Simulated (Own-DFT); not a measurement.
Simulation results for InAs (zincblende, strongly disordered by large displacements)

A calculation, not a measurement: plane-wave PBE density functional theory by an unreviewed code, no spin, of a simulated periodic cell, stress positive in tension, free energy of the whole cell less one offset for each atom, forces on such cells passed a denser k mesh, this cell's mesh not checked; broken bonds can close the gap or carry spin, so checks made on this kind of crystal may not hold here; offsets are fitted by least squares, one for each functional and potential file, so energies compare only between cells with the same atoms and settings and are not formation energies; the far tail of each file's local potential was reset to the Coulomb form; each entry is a single point on an unrelaxed cell, so the pressure reflects the starting lattice, mostly measured values (interpolated for alloys), from which strain is counted, and rises with the displacements; printed positions are rounded, which can move forces by about a meV/angstrom; the program, named Own-DFT, is a retired in-house code; no spin-orbit coupling. Program: Own-DFT development build.

```xyz
64
Lattice="12.1166 0.0000 0.0000 0.0000 12.1166 0.0000 0.0000 0.0000 12.1166" Properties=species:S:1:pos:R:3:force_x:R:1:force_y:R:1:force_z:R:1 formula=InAs functional=PBE potential_files=PseudoDojo_norm-conserving,scalar-relativistic,standard_set wave_cutoff=42 occupations=Fermi-Dirac smearing_width=0.1 hardware=one_NVIDIA_H200 k_mesh=3_x_3_x_3_centred_on_Gamma free_energy_of_cell_above_offsets=23.542 pressure=12.62 stress_xx=-12.92 stress_yy=-12.28 stress_zz=-12.67 stress_yz=-1.55 stress_xz=-1.42 stress_xy=2.95 wall_time=1196
In    12.0764     0.3639    12.0975       2.85      2.444         -3
In     0.4559     2.9620     2.6227     -3.639      3.593      2.977
In     2.7520     0.0832     3.0100      4.869     -4.923      4.154
In     2.6597     3.4251    12.0669      4.185     -1.699      5.852
As     1.5962     1.3587     1.7141     -0.117     -0.103     -7.698
As     1.5811     4.2032     4.4247     -0.655      0.607      1.248
As     4.4670     1.5787     4.2353       0.82      0.349      1.384
As     4.8875     4.4332     1.5439     -0.937      0.216     -0.132
In     0.3807     0.3524     5.6518      1.527     -2.819      1.278
In     0.1054     3.0122     8.9607     -6.146     -1.967       -3.6
In     3.1847     0.1644     8.8327     -3.496     -2.516      2.869
In     2.8010     2.7688     6.0923      2.405      0.533      -2.74
As     1.8355     1.4852     7.7729     -6.259      1.344     -1.941
As     1.7165     3.8945    10.1385      0.807      3.547     -0.058
As     4.5838     1.1660    10.1922      2.416      4.689      3.608
As     3.8341     4.6019     7.5311      2.199     -1.836     -3.413
In     0.0693     5.6548    12.0669     -1.543     -1.097     -1.226
In    12.0907     8.7424     2.9113     -1.346      2.079      2.653
In     2.6750     6.3413     3.8614      1.502      1.567     -1.236
In     2.7095     9.4082     0.0785      1.866      1.524      6.687
As     1.0700     7.3055     1.4237       3.29     -0.532      0.181
As     2.1093    10.1590     4.5736     -3.675      2.378     -3.431
As     4.8113     7.7713     5.6739      2.875     -5.868     -1.879
As     4.6398    10.4100     1.9318     -1.014       0.62     -0.881
In     0.2886     6.3695     5.8778      1.675     -1.549       0.59
In    11.8600     8.5262     8.8442     -2.016       4.34     -1.587
In     3.3311     5.6497     9.4573     -0.146      4.711      3.415
In     3.3025     9.2413     6.2994      -2.97      2.099       4.09
As     1.5398     7.8707     7.7616      5.291     -2.774     -2.535
As     0.9246    10.0251    11.1286     -5.492      3.074     -3.599
As     4.1091     8.0667    11.1608      4.119     -4.441     -4.666
As     4.5408    10.8509     7.8845     -1.048     -3.293     -1.508
In     5.7034    11.9613    11.8572     -0.408     -2.862      0.588
In     7.1214     2.8574     2.7846     -0.593      4.481      4.798
In     9.3852     0.2233     2.8981     -0.209      0.137      0.426
In     8.9891     2.8518     0.0381     -1.589      1.283      0.795
As     6.8834     1.3784     1.1770      1.992      -2.37     -2.341
As     7.6127     5.0665     4.4952     -0.336     -2.268      0.072
As    10.7139     1.8100     5.0816     -0.959      0.236     -2.896
As    10.5244     4.1395     1.9876     -1.274       0.88     -1.602
In     6.1054    11.6094     6.4455      0.688      4.842     -0.444
In     6.4586     2.8126     8.9338     -5.203      0.022     -1.053
In     9.0180     0.2159     9.2372      2.338     -6.636      2.594
In     9.1737     3.2167     6.4810     -3.904     -2.156     -2.675
As     7.9870     1.6085     7.9126     -0.945     -0.625     -6.709
As     6.6706     4.2425    10.6024      1.891      4.138       4.19
As    10.4558     1.5875    10.6407      1.915      1.084     -0.691
As    10.6603     4.7121     7.0990      4.084      3.922      3.395
In     5.8240     6.3878    12.0268      0.172     -0.528       0.87
In     5.9923     9.0061     3.9297     -1.796     -3.021      -4.12
In     9.4636     6.2898     3.2504      0.312       1.53     -0.489
In     9.0337     9.5892     0.2189      1.597     -0.358     -0.198
As     7.5896     7.8463     1.3713      0.103     -0.908      2.039
As     7.2797    10.6517     4.7697      3.907      3.162     -3.119
As    10.6719     7.9804     5.4079      -0.27     -0.965     -3.105
As    11.1215    10.8951     1.2302     -2.931     -4.427       3.73
In     6.0308     5.3939     6.4704     -0.009      0.898      0.407
In     5.8755     9.2538     8.8768      0.989     -3.761      1.108
In     8.7741     6.2413     8.7191       2.79      -2.65      2.954
In     9.2148     9.8134     5.8448     -1.928     -0.599     -0.501
As     7.5283     7.7364     7.5129     -2.399      2.073     -2.569
As     7.0794     9.9897    10.8265       1.24      1.836      0.599
As    10.8068     7.6633    10.5777     -3.879     -2.948      4.665
As    10.6065    10.6084     7.4786      2.417      2.263      3.431
```

Units: wave_cutoff in hartree; smearing_width, free_energy_of_cell_above_offsets in eV; pressure, stress_xx, stress_yy, stress_zz, stress_yz, stress_xz, stress_xy in GPa; wall_time in s; force_x, force_y, force_z in eV/Å.
